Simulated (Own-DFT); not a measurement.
# Which defects push the lattice out? C11b WSi2

The numbers are computed, not measured, by runs of the plane-wave DFT program Own-DFT (in-house, retired, unreviewed) at fixed positions, with no spin and no spin-orbit coupling.

Settings: PBE; PseudoDojo norm-conserving scalar-relativistic files; cutoff 50 hartree; 5 x 5 x 5 k mesh centred on Gamma; cold (Marzari-Vanderbilt) smearing of 0.2 eV.

Keep in mind: forces on such cells failed a check on a denser k mesh; stress not checked against mesh or cutoff.

All runs share one cell, with vectors in Å (-2.148, -5.953, 3.409); (-6.444, 2.976, 1.136); (-2.553, -2.948, -6.757) and a volume of 403.2 Å³. Atoms were moved at random from their sites; u is the rms move along one axis. The defect's site can differ from row to row.

```
              cell  formula   u (Å)  P (GPa)
         no defect  Si20W10  0.0200     4.27
         no defect  Si20W10  0.0219     4.48
         no defect  Si20W10  0.0468     5.14
    one Si vacancy  Si19W10  0.0247     2.91
    one Si vacancy  Si19W10  0.0297     3.60
    one Si vacancy  Si19W10  0.0482     4.48
one Si on a W site   Si21W9  0.0305     6.48
one Si on a W site   Si21W9  0.0534     7.68
one Si on a W site   Si21W9  0.0574     8.30
     one W vacancy   Si20W9  0.0244     3.10
     one W vacancy   Si20W9  0.0296     3.39
     one W vacancy   Si20W9  0.0516     5.33
one W on a Si site  Si19W11  0.0282     9.82
one W on a Si site  Si19W11  0.0311     9.67
one W on a Si site  Si19W11  0.0422        ?
one W on a Si site  Si19W11  0.0500    11.39
```

## Worked fit

P = P0 + c u² + a shift for each defect gives P0 = 3.80 GPa, c = 813 ± 88 GPa/Å² and a scatter of 0.29 GPa. The shifts, and each times the cell's volume:

- one W on a Si site: 5.34 ± 0.24 GPa, 13.4 eV
- one Si on a W site: 1.77 ± 0.27 GPa, 4.5 eV
- one W vacancy: -0.97 ± 0.24 GPa, -2.5 eV
- one Si vacancy: -1.17 ± 0.24 GPa, -2.9 eV

Positive is outwards. The product with the volume (160.2 GPa Å³ to the eV) is nearly free of the cell's size; divided by the bulk modulus at the cell's pressure it gives the volume that the defect adds. The atoms around the defects weren't relaxed, which would change these numbers.

## Test on the hidden row

Question: what pressure belongs in the blank (one W on a Si site, u = 0.0422 Å)?

The fitted form gives 10.58 ± 0.34 GPa. The hidden result is 10.80 GPa.
